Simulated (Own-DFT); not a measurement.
# Strain and stress in 3C SiC, 64 atoms (C32Si32)

Source: density functional calculations with Own-DFT, an unreviewed in-house program that is no longer used. Nothing was measured or relaxed, and spin and spin-orbit coupling are left out.

Settings: PBE; PseudoDojo norm-conserving scalar-relativistic files; cutoff 42 hartree; 4 x 4 x 4 k mesh centred on Gamma; Fermi-Dirac smearing of 0.1 eV.

Known weak points: forces on such cells passed a denser k mesh, each cell not checked; stress not checked against mesh or cutoff.

Unstrained cell vectors in Å: (8.719, 0.000, 0.000); (0.000, 8.719, 0.000); (0.000, 0.000, 8.719). The unstrained cell has measured lattice constants (interpolated for alloys), not those of this functional. That, the random moves and any unrelaxed bonds set the pressure at no strain. Each run strains this cell uniformly, with the atoms carried along. Each coordinate of each atom was shifted by a normal deviate of width 0.05 Å. Stress is counted positive in tension, P = -(s_xx + s_yy + s_zz)/3, and strain components are those of the symmetric tensor.

| run | e_xx (%) | e_yy (%) | e_zz (%) | e_yz (%) | e_xz (%) | e_xy (%) | s_xx (GPa) | s_yy (GPa) | s_zz (GPa) | s_yz (GPa) | s_xz (GPa) | s_xy (GPa) | P (GPa) | E (meV/atom) |
|---|---|---|---|---|---|---|---|---|---|---|---|---|---|---|
| 1 | 1.90 | 1.40 | -1.17 | -0.08 | 1.47 | 1.21 | 1.12 | -0.25 | -5.67 | -2.02 | 8.53 | 8.12 | 1.60 | 20.5 |
| 2 | -0.84 | -0.83 | -0.37 | 1.14 | 0.95 | 1.64 | -11.84 | -10.82 | -10.52 | 5.98 | 4.06 | 10.48 | 11.06 | 38.2 |
| 3 | -1.34 | 1.90 | -0.12 | 1.75 | 0.03 | -0.70 | -7.89 | -0.03 | -5.74 | 9.01 | 0.50 | -3.54 | 4.55 | 10.6 |
| 4 | -0.87 | -0.09 | -1.93 | 0.82 | 0.40 | 0.69 | -12.72 | -10.65 | -15.13 | 5.80 | 0.17 | 5.90 | 12.84 | 28.8 |
| 5 | -1.80 | 0.97 | 0.12 | -0.64 | 1.86 | -1.93 | -11.43 | -4.13 | -6.61 | -2.99 | 10.23 | -11.19 | 7.39 | 23.0 |
| 6 | -1.86 | 0.09 | 0.33 | -1.44 | 1.82 | -1.48 | -12.81 | -7.79 | -7.47 | -5.33 | 11.83 | -9.47 | 9.36 | 25.4 |
| 7 | 0.11 | 0.84 | -1.92 | -1.62 | -0.95 | -1.93 | -7.89 | -5.94 | -11.49 | -9.04 | -6.03 | -11.36 | 8.44 | 29.5 |
| 8 | 1.83 | 1.15 | 1.76 | 1.71 | -1.77 | 1.86 | 3.57 | 2.24 | 3.36 | 10.63 | -10.45 | 10.95 | -3.06 | 33.7 |
| 9 | -0.99 | 0.43 | -1.05 | 0.76 | -1.95 | 0.39 | -10.42 | -6.99 | -10.60 | 2.86 | -10.91 | 0.40 | 9.33 | 19.0 |
| 10 | -1.01 | -1.61 | -0.13 | 0.90 | 0.34 | 0.92 | -12.55 | -13.66 | -9.50 | 4.67 | 3.95 | 5.95 | 11.90 | 9.4 |
| 11 | 0.16 | 0.01 | -1.35 | -0.18 | -0.01 | -0.97 | -6.81 | -6.90 | -9.96 | -0.35 | -1.78 | -3.56 | 7.89 | 0.0 |
| 12 | 0.55 | -1.15 | 0.22 | -1.15 | 0.35 | -1.51 | -5.49 | -9.51 | -5.49 | -5.34 | 3.83 | -9.55 | 6.83 | 18.1 |
| 13 | 0.74 | -0.83 | 1.97 | -0.89 | 1.48 | -0.13 | -1.61 | -4.88 | 1.43 | -4.27 | 8.03 | -0.51 | 1.68 | 7.3 |
| 14 | -0.73 | 1.04 | -0.38 | 0.92 | 1.32 | -0.92 | -7.55 | -3.12 | -6.39 | 4.07 | 7.24 | -4.35 | 5.69 | 2.9 |
| 15 | 0.67 | 1.28 | -0.88 | 1.40 | -1.83 | -1.41 | -3.59 | -1.35 | -6.77 | 6.62 | -10.96 | -6.66 | 3.90 | 35.9 |
| 16 | -0.50 | -0.64 | 1.68 | -1.74 | 1.36 | 1.05 | ? | ? | ? | ? | ? | ? | ? | ? |

E is the free energy per atom, counted from the lowest run shown.

## Analysis

Least squares on the runs shown: each stress against a constant and the strains, taken as fractions with shears doubled. Shear strains stay in the fit of a normal stress only where such slopes are resolved. The slopes, in GPa:

```
stress  at no strain  per e_xx  per e_yy  per e_zz  scatter
  s_xx          -6.4  359 ± 13  147 ± 15  139 ± 14     0.58
  s_yy          -6.0  112 ± 12  384 ± 13  146 ± 12     0.51
  s_zz          -6.0  136 ± 14  124 ± 16  357 ± 15     0.62
```

The slope of each shear stress on twice its own strain, from a fit on all six strains: yz 249 ± 23, xz 279 ± 18, xy 268 ± 13 GPa. These are stiffnesses along x, y and z of the frame in which the cell vectors are given, which need not be the crystal's axes. No internal relaxation is included, and where it is allowed it would reduce some of the slopes. Slopes across the diagonal should nearly agree, so their difference gauges the noise. A ninth of the table's sum, 212 ± 6 GPa, estimates the bulk modulus near the mean pressure of these runs, 6.6 GPa, so it lies above the value at zero pressure.

## The run left out

Asked: what normal stresses and pressure should run 16 give?

Estimate: s_xx = -6.7, s_yy = -6.6, s_zz = -1.5 and P = 4.9 GPa. Computed: -5.69, -5.87, 0.20 and P = 3.79 GPa.
